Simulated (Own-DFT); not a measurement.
HfO2 (monoclinic hafnia, atoms displaced) (calculated)

A calculation, not a measurement: plane-wave PBE density functional theory by an unreviewed code, no spin, of a simulated periodic cell, stress positive in tension, free energy of the whole cell less one offset for each atom, hafnium file: forces about 75 meV/angstrom off all-electron values; oxygen file: force components 24 meV/angstrom off all-electron in one glass; forces on such cells passed a denser k mesh, this cell's mesh not checked; offsets are fitted by least squares, one for each functional and potential file, so energies compare only between cells with the same atoms and settings and are not formation energies; the far tail of each file's local potential was reset to the Coulomb form; each entry is a single point on an unrelaxed cell, so the pressure reflects the starting lattice, mostly measured values, from which strain is counted, and rises with the displacements; printed positions are rounded, which can move forces by about a meV/angstrom; the program is a retired in-house code; no spin-orbit coupling; before rounding, a Quantum ESPRESSO 7.3.1 run of the same cell and cutoff gave forces within 1 meV/angstrom rms on each cell, which checks the program and not the settings. Program: Own-DFT development build.

Common to all runs: functional PBE; potential files PseudoDojo norm-conserving, scalar-relativistic, standard set; wave cutoff 72 hartree; occupations Fermi-Dirac; smearing width 0.1 eV; k mesh 2 x 2 x 2 centred on Gamma.

(1) HfO2 (monoclinic hafnia, atoms displaced)

```
CELL_PARAMETERS angstrom
10.23400 0.00000 0.00000
0.00000 10.35000 0.00000
-1.69550 0.00000 10.44530
ATOMIC_POSITIONS crystal
Hf 0.13896 0.02081 0.10691
Hf 0.35792 0.26994 0.14792
Hf 0.36063 0.48045 0.39573
Hf 0.14137 0.23176 0.35461
O 0.03576 0.16918 0.17512
O 0.46050 0.41912 0.07710
O 0.46334 0.33428 0.32405
O 0.03874 0.08213 0.42349
O 0.22472 0.38196 0.24021
O 0.27513 0.13126 0.01265
O 0.27435 0.12471 0.26147
O 0.22500 0.37359 0.49219
Hf 0.14055 0.02004 0.60479
Hf 0.35862 0.26794 0.64396
Hf 0.36410 0.47956 0.89521
Hf 0.13305 0.23161 0.85518
O 0.03723 0.16448 0.67146
O 0.46268 0.41694 0.57164
O 0.45992 0.33179 0.82425
O 0.03971 0.08548 0.92247
O 0.22265 0.37700 0.73859
O 0.27387 0.12895 0.51078
O 0.27643 0.11976 0.75845
O 0.22520 0.37243 0.99016
Hf 0.13649 0.51896 0.10269
Hf 0.36351 0.76813 0.14474
Hf 0.36193 0.98019 0.39535
Hf 0.14081 0.72984 0.35859
O 0.03684 0.66294 0.17286
O 0.46333 0.91134 0.07502
O 0.46224 0.83644 0.32329
O 0.03905 0.58309 0.42644
O 0.22628 0.88109 0.24026
O 0.27311 0.62820 0.01148
O 0.27635 0.62116 0.25932
O 0.22603 0.86841 0.48907
Hf 0.13823 0.52036 0.60269
Hf 0.36283 0.77114 0.64634
Hf 0.36129 0.97871 0.89570
Hf 0.13941 0.73326 0.85536
O 0.03789 0.66572 0.67202
O 0.46296 0.91467 0.57848
O 0.46147 0.83088 0.82530
O 0.03588 0.57930 0.92439
O 0.22360 0.88010 0.73973
O 0.27607 0.63015 0.51057
O 0.27585 0.62202 0.76057
O 0.22415 0.87411 0.99054
Hf 0.63577 0.02163 0.10028
Hf 0.85867 0.26989 0.14679
Hf 0.86428 0.48083 0.39460
Hf 0.63747 0.23122 0.35358
O 0.54025 0.16471 0.17230
O 0.96130 0.41750 0.07878
O 0.96188 0.33140 0.32839
O 0.53390 0.08592 0.42533
O 0.72752 0.37806 0.24144
O 0.77638 0.12650 0.00901
O 0.77603 0.12040 0.26087
O 0.72203 0.36695 0.48516
Hf 0.64110 0.02082 0.60372
Hf 0.86263 0.26648 0.64687
Hf 0.86441 0.47762 0.89674
Hf 0.63964 0.22953 0.85789
O 0.53662 0.16484 0.67568
O 0.96256 0.41537 0.57402
O 0.96279 0.33657 0.82475
O 0.53815 0.08204 0.91940
O 0.72261 0.37727 0.74166
O 0.77883 0.13037 0.51146
O 0.77377 0.12128 0.75950
O 0.72568 0.36869 0.99248
Hf 0.63792 0.52041 0.10387
Hf 0.86491 0.76826 0.14720
Hf 0.86159 0.97814 0.39708
Hf 0.63965 0.73075 0.35412
O 0.53806 0.66377 0.17354
O 0.96701 0.91381 0.07162
O 0.95987 0.83418 0.32296
O 0.54056 0.58300 0.42515
O 0.72472 0.87912 0.24160
O 0.77376 0.62733 0.00763
O 0.77611 0.61932 0.25945
O 0.72771 0.87327 0.48942
Hf 0.63959 0.52146 0.60515
Hf 0.85996 0.77144 0.64451
Hf 0.86282 0.98180 0.89401
Hf 0.63589 0.72983 0.85367
O 0.53867 0.66440 0.67325
O 0.96454 0.91515 0.57362
O 0.96442 0.83331 0.82416
O 0.53378 0.58302 0.92092
O 0.72162 0.87986 0.74050
O 0.77572 0.62912 0.51066
O 0.77829 0.61980 0.76178
O 0.73026 0.87044 0.99351
```

```
free energy of cell above offsets : -98.133 eV
pressure                          : 3.94 GPa
stress xx                         : -3.63 GPa
stress yy                         : -3.78 GPa
stress zz                         : -4.41 GPa
stress yz                         : -0.27 GPa
stress xz                         : -0.25 GPa
stress xy                         : -0.19 GPa
```

Force:
```
element  x (eV/Å)  y (eV/Å)  z (eV/Å)
     Hf    -0.459     0.132    -0.243
     Hf     0.928     0.509     -0.59
     Hf     0.814     0.096     0.083
     Hf    -1.353    -0.204     0.214
      O     0.122    -0.334    -0.417
      O     0.512     -0.22     0.251
      O     0.091    -0.017     0.214
      O    -0.108     0.075    -0.261
      O    -0.258    -0.431     0.161
      O     0.263    -0.397    -0.124
      O     0.402    -0.317     0.125
      O    -0.141    -0.383    -0.648
     Hf    -0.499     0.073    -0.369
     Hf      0.88     0.589     0.579
     Hf    -0.617     -0.34    -0.205
     Hf      1.34     0.217    -0.282
      O    -0.509     0.306     0.273
      O     0.233    -0.266     0.685
      O     0.673    -0.079      0.47
      O    -0.938    -0.518     0.004
      O    -0.158     0.138    -0.064
      O     0.367    -0.072    -0.192
      O    -0.099     0.036     0.444
      O    -0.408     -0.34    -0.097
     Hf     0.151     0.191      0.16
     Hf    -0.413    -0.088     0.225
     Hf     0.206    -0.116     0.204
     Hf    -0.301     -0.16    -1.051
      O    -0.343     0.514     0.368
      O     0.675     0.634    -0.225
      O     0.755    -0.385     0.473
      O      -0.3     0.291    -0.787
      O      -0.3    -0.125    -0.053
      O     0.305     0.403    -0.202
      O     -0.03     0.299     0.435
      O    -0.193      0.42     0.148
     Hf    -0.216    -0.152     0.965
     Hf    -0.094     -0.52    -0.128
     Hf    -0.016     0.376    -0.162
     Hf    -0.424    -1.028    -0.321
      O      -0.6      0.48     0.094
      O     0.638     0.461    -0.264
      O     0.198     0.265     0.485
      O     0.226     0.708    -0.559
      O     0.006     -0.29     0.137
      O     0.254    -0.098    -0.062
      O     0.097    -0.007     0.146
      O    -0.047    -0.219    -0.227
     Hf     0.543    -0.821     0.796
     Hf     0.476    -0.176     0.375
     Hf    -0.387    -0.775     0.316
     Hf     0.196    -0.326     0.052
      O    -1.169     0.609    -0.291
      O     0.291    -0.201     0.107
      O     0.649     0.062     0.096
      O     0.011    -0.104    -0.127
      O    -0.566     0.326    -0.463
      O     0.183     0.216       0.1
      O     0.089     0.035    -0.041
      O     0.229     0.752     0.694
     Hf    -0.944     0.491     0.149
     Hf    -0.156     0.974    -0.784
     Hf    -0.784     0.747     0.006
     Hf    -0.486     0.409     -1.09
      O    -0.203    -0.019    -0.397
      O     0.113    -0.079     0.452
      O     0.609    -0.778     0.104
      O    -0.728    -0.501     0.293
      O     0.086     0.003    -0.261
      O    -0.255    -0.559     -0.05
      O     0.504    -0.018     0.193
      O    -0.372     0.024    -0.186
     Hf     0.087    -0.366    -0.029
     Hf    -0.254     0.349    -0.634
     Hf     0.485     0.772    -0.697
     Hf    -0.244    -0.167    -0.206
      O    -0.507     0.476     0.041
      O     0.369     0.175      0.42
      O     1.184    -0.503     0.595
      O    -0.633     0.189    -0.557
      O     -0.35     -0.06    -0.349
      O    -0.068     0.076     0.389
      O     0.083     0.292     0.094
      O    -0.722    -0.338     0.177
     Hf    -0.054    -0.846    -0.215
     Hf     0.708    -0.484     0.411
     Hf     0.103    -0.769     0.505
     Hf     0.769    -0.243     0.374
      O    -0.597     0.493    -0.005
      O     0.302    -0.127     0.553
      O     0.004     0.254     0.152
      O      0.19     0.119     0.148
      O     0.185    -0.099    -0.134
      O     0.282     0.199    -0.009
      O    -0.084     0.291    -0.174
      O    -0.477    -0.077      -0.7
```

(2) HfO2 (monoclinic hafnia, atoms displaced)

```
CELL_PARAMETERS angstrom
10.23400 0.00000 0.00000
0.00000 10.35000 0.00000
-1.69550 0.00000 10.44530
ATOMIC_POSITIONS crystal
Hf 0.13718 0.02110 0.10325
Hf 0.36181 0.26729 0.14563
Hf 0.35546 0.47841 0.39448
Hf 0.14306 0.23214 0.35374
O 0.03498 0.16922 0.17324
O 0.46188 0.41188 0.07451
O 0.46396 0.33444 0.32829
O 0.03801 0.08576 0.42485
O 0.22488 0.37843 0.23987
O 0.27272 0.12611 0.00919
O 0.27468 0.12188 0.25986
O 0.22540 0.37049 0.49154
Hf 0.14153 0.02246 0.60700
Hf 0.36207 0.26891 0.64953
Hf 0.36158 0.48100 0.90018
Hf 0.13769 0.23171 0.85337
O 0.03220 0.16679 0.67226
O 0.46298 0.41754 0.57638
O 0.46434 0.33557 0.82559
O 0.03989 0.08472 0.92668
O 0.22609 0.37790 0.73797
O 0.27948 0.12903 0.50844
O 0.27839 0.12156 0.75855
O 0.22838 0.37414 0.99554
Hf 0.13691 0.51530 0.10462
Hf 0.36147 0.77325 0.14943
Hf 0.35857 0.98035 0.39900
Hf 0.14000 0.73064 0.35175
O 0.03927 0.66547 0.17451
O 0.46518 0.91828 0.07720
O 0.46532 0.83309 0.32454
O 0.03685 0.58406 0.42455
O 0.22225 0.87871 0.23924
O 0.27571 0.63001 0.00742
O 0.27562 0.62107 0.25902
O 0.22725 0.86881 0.48941
Hf 0.13682 0.52069 0.60121
Hf 0.36068 0.77052 0.64226
Hf 0.36376 0.98065 0.89574
Hf 0.14027 0.72854 0.85576
O 0.03695 0.66590 0.67100
O 0.46346 0.91562 0.57905
O 0.46205 0.83471 0.82419
O 0.03905 0.58424 0.92377
O 0.22366 0.87897 0.73956
O 0.27671 0.62795 0.50813
O 0.27530 0.62317 0.75864
O 0.22660 0.86959 0.99062
Hf 0.63851 0.02093 0.10153
Hf 0.86051 0.27189 0.14612
Hf 0.86250 0.48227 0.39425
Hf 0.63676 0.23148 0.35568
O 0.53481 0.16650 0.17654
O 0.96191 0.41741 0.07586
O 0.96566 0.33497 0.32872
O 0.53580 0.08475 0.42128
O 0.72732 0.37904 0.24150
O 0.77374 0.12929 0.00747
O 0.77322 0.12154 0.26198
O 0.72012 0.37022 0.48888
Hf 0.63542 0.02154 0.60613
Hf 0.86275 0.26998 0.64163
Hf 0.86293 0.48166 0.89518
Hf 0.64121 0.22882 0.84977
O 0.53839 0.16385 0.67316
O 0.96404 0.41786 0.57771
O 0.96318 0.33446 0.82715
O 0.53805 0.08185 0.92470
O 0.72429 0.37586 0.73782
O 0.77558 0.12905 0.50879
O 0.77871 0.11950 0.76155
O 0.72652 0.37030 0.98956
Hf 0.63903 0.51939 0.10672
Hf 0.86228 0.77052 0.14865
Hf 0.86286 0.97886 0.39819
Hf 0.64065 0.72812 0.35374
O 0.53747 0.66667 0.17362
O 0.96315 0.91688 0.07697
O 0.96162 0.83624 0.32928
O 0.53700 0.58319 0.42364
O 0.72831 0.87934 0.23946
O 0.77804 0.62731 0.00919
O 0.78192 0.61884 0.26117
O 0.72758 0.86916 0.49259
Hf 0.63814 0.52095 0.60258
Hf 0.86381 0.77084 0.64686
Hf 0.86096 0.98116 0.89371
Hf 0.63409 0.73021 0.85269
O 0.53750 0.66659 0.67346
O 0.96575 0.91480 0.57824
O 0.96379 0.83522 0.82723
O 0.53445 0.58407 0.92402
O 0.72473 0.87918 0.74146
O 0.77626 0.63330 0.51160
O 0.77529 0.62295 0.75949
O 0.72857 0.86920 0.98551
```

```
free energy of cell above offsets : -98.178 eV
pressure                          : 3.84 GPa
stress xx                         : -3.59 GPa
stress yy                         : -3.79 GPa
stress zz                         : -4.13 GPa
stress yz                         : 0 GPa
stress xz                         : 0.1 GPa
stress xy                         : 0.14 GPa
```

Force:
```
element  x (eV/Å)  y (eV/Å)  z (eV/Å)
     Hf    -0.564    -0.035     0.161
     Hf     0.403     0.029     0.252
     Hf      1.52     0.235     0.524
     Hf      -1.3    -0.613     0.038
      O     0.092    -0.121    -0.108
      O     1.085     0.523     0.561
      O    -0.256     0.115    -0.182
      O     0.065    -0.064     0.005
      O    -0.235    -0.069     0.175
      O     0.655     0.622     0.041
      O     0.188    -0.275     0.094
      O    -0.261    -0.132    -0.297
     Hf    -0.956    -0.349    -0.608
     Hf     0.654     1.076    -0.527
     Hf     0.349     0.175    -0.911
     Hf    -0.376     0.037     0.175
      O     0.819    -0.359     0.296
      O     0.035     -0.25      0.18
      O     0.491    -0.461     0.183
      O      -0.6     0.081    -0.785
      O    -0.514     0.024     0.395
      O    -0.109    -0.091     0.381
      O    -0.284     0.027     0.185
      O    -0.772    -0.814    -0.861
     Hf     0.086      1.08    -0.264
     Hf     0.378    -0.393    -0.824
     Hf     1.164     0.007    -0.722
     Hf    -0.667    -0.236     0.218
      O    -0.607     0.256    -0.087
      O     0.035    -0.189     0.056
      O    -0.114     0.397     0.656
      O    -0.051     0.177    -0.542
      O     0.068     0.113     0.289
      O      0.16    -0.106     0.665
      O     0.189    -0.113      0.09
      O    -0.429     0.316     0.037
     Hf     0.156     0.231     0.797
     Hf    -0.012    -0.628     0.792
     Hf    -0.214    -0.504     0.207
     Hf     -0.16     0.327    -0.406
      O    -0.236     0.129     0.202
      O     0.361     0.452     -0.29
      O     0.232    -0.012     0.235
      O    -0.593     -0.46    -0.101
      O     0.011     0.275    -0.201
      O    -0.023     0.101    -0.081
      O     0.165    -0.301     0.105
      O    -0.108     0.261     0.025
     Hf     0.086      0.09     0.786
     Hf     0.172    -0.574     0.156
     Hf     0.086    -0.733     0.667
     Hf      0.15    -0.526    -0.153
      O     0.002    -0.221    -0.688
      O      0.48     0.071      0.32
      O     0.236     0.065    -0.055
      O    -0.621    -0.589     0.469
      O    -0.411     0.238     -0.29
      O     0.301     0.138     0.334
      O     0.347     0.039    -0.317
      O     0.565     0.486     0.069
     Hf     1.013    -0.808    -0.712
     Hf    -0.503     0.333     0.251
     Hf    -0.327     0.136    -0.201
     Hf      -0.3     0.563     0.886
      O    -0.773     0.542     0.123
      O     -0.07    -0.081    -0.064
      O     0.613      -0.3     0.058
      O    -0.302     0.336    -0.651
      O    -0.022     0.231     -0.02
      O    -0.085     0.021     0.523
      O     -0.06     0.375    -0.492
      O    -0.361     0.079    -0.115
     Hf    -0.144     0.054    -0.815
     Hf     0.472     0.176    -0.916
     Hf    -0.159     0.632     0.019
     Hf    -0.418     0.301      0.41
      O     0.037    -0.208    -0.161
      O     0.339     0.056     0.285
      O     1.223    -0.918    -0.155
      O    -0.299     0.048    -0.403
      O    -0.568    -0.155    -0.174
      O    -0.348      0.04     0.509
      O    -0.474     0.412    -0.222
      O     -0.41     0.309    -0.436
     Hf    -0.289    -0.096     0.109
     Hf    -0.166     0.142     0.197
     Hf     0.418    -0.725     0.441
     Hf     0.603    -0.193     0.153
      O    -0.593     0.213    -0.315
      O      0.74      0.61     0.044
      O     0.593    -0.239     0.158
      O     0.001    -0.092      0.24
      O    -0.303     0.249    -0.417
      O     0.132    -0.813    -0.436
      O     0.119    -0.411     0.214
      O    -0.639     0.208     0.564
```
